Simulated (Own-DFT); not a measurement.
SiC (4H silicon carbide, strained, atoms displaced) (calculated)

A calculation, not a measurement: plane-wave PBE density functional theory by an unreviewed code, no spin, of a simulated periodic cell, stress positive in tension, free energy of the whole cell less one offset for each atom, forces on such cells passed a denser k mesh, this cell's mesh not checked; offsets are fitted by least squares, one for each functional and potential file, so energies compare only between cells with the same atoms and settings and are not formation energies; the far tail of each file's local potential was reset to the Coulomb form; each entry is a single point on an unrelaxed cell, so the pressure reflects the starting lattice, mostly measured values (interpolated for alloys), from which strain is counted, and rises with the displacements; printed positions are rounded, which can move forces by about a meV/angstrom; the program, named Own-DFT, is a retired in-house code; no spin-orbit coupling; before rounding, a Quantum ESPRESSO 7.3.1 run of the same cell and cutoff gave forces within 1 meV/angstrom rms on each cell, which checks the program and not the settings. Program: Own-DFT development build.

### SiC (4H silicon carbide, strained, atoms displaced)

```
SiC
1.0
      6.0549    -0.0466     0.1114
     -3.0679     5.3326    -0.1313
      0.1819    -0.1425    10.1929
Si C Si C Si C Si C Si C Si C Si C Si C
2 2 2 2 2 2 2 2 2 2 2 2 2 2 2 2
Direct
  0.00600 0.99940 0.41640
  0.15686 0.33932 0.15419
  0.99546 0.99201 0.09128
  0.17123 0.31631 0.34580
  0.99229 0.50499 0.40523
  0.17311 0.84522 0.15392
  0.98842 0.50238 0.08498
  0.14966 0.82468 0.33830
  0.50532 0.00969 0.40941
  0.68338 0.34647 0.15476
  0.50156 0.99826 0.09726
  0.67852 0.33531 0.34370
  0.50211 0.49963 0.40938
  0.66337 0.82546 0.15395
  0.51632 0.51303 0.09753
  0.68112 0.82531 0.34549
  0.98261 0.00377 0.89265
  0.84454 0.67228 0.65066
  0.01124 0.01173 0.58843
  0.84153 0.67099 0.84066
  0.00752 0.51451 0.90051
  0.84641 0.17934 0.65127
  0.00617 0.50256 0.59779
  0.84038 0.19023 0.84335
  0.51880 0.01082 0.90816
  0.34384 0.68668 0.64381
  0.48747 0.00258 0.59953
  0.33286 0.68180 0.84243
  0.49128 0.50338 0.90633
  0.33277 0.16865 0.65586
  0.50656 0.49977 0.59195
  0.33126 0.17115 0.83480
```

```
functional                        : PBE
potential files                   : PseudoDojo norm-conserving, scalar-relativistic, standard set
wave cutoff                       : 42 hartree
occupations                       : Fermi-Dirac
smearing width                    : 0.1 eV
k mesh                            : 5 x 5 x 3 centred on Gamma
free energy of cell above offsets : -1.962 eV
pressure                          : 8.17 GPa
stress xx                         : -13.55 GPa
stress yy                         : -11.39 GPa
stress zz                         : 0.43 GPa
stress yz                         : -4.09 GPa
stress xz                         : 5.99 GPa
stress xy                         : -4.27 GPa
```

Force:
```tsv
element	x (eV/Å)	y (eV/Å)	z (eV/Å)
Si	-0.701	0.024	-3.762
Si	1.508	-1.055	0.29
C	-0.248	1.907	-1.185
C	-1.731	1.935	-0.366
Si	3.094	-0.477	0.398
Si	-1.274	-1.066	-0.086
C	3.052	1.463	0.295
C	2.328	0.875	1.168
Si	0.363	-1.696	-1.276
Si	-2.428	-1.919	1.022
C	0.798	1.199	-0.837
C	-1.61	-0.845	-0.423
Si	0.153	-0.014	-1.082
Si	0.373	2.381	1.74
C	-1.684	-3.077	-1.571
C	-2.361	0.781	0.319
Si	2.526	0.228	2.356
Si	-1.222	0.09	1.424
C	-0.512	-1.179	2.306
C	-1.895	-0.002	-0.911
Si	-0.688	0.613	0.965
Si	-1.338	-0.807	1.232
C	-0.07	0.533	-2.193
C	0.778	-1.333	-1.67
Si	-3.016	-0.252	-0.044
Si	0.915	-2.61	2.827
C	2.684	1.522	-2.403
C	2.106	0.079	-0.784
Si	0.824	0.187	-0.485
Si	-0.458	1.799	0.559
C	-0.376	0.697	0.054
C	0.108	0.019	2.121
```
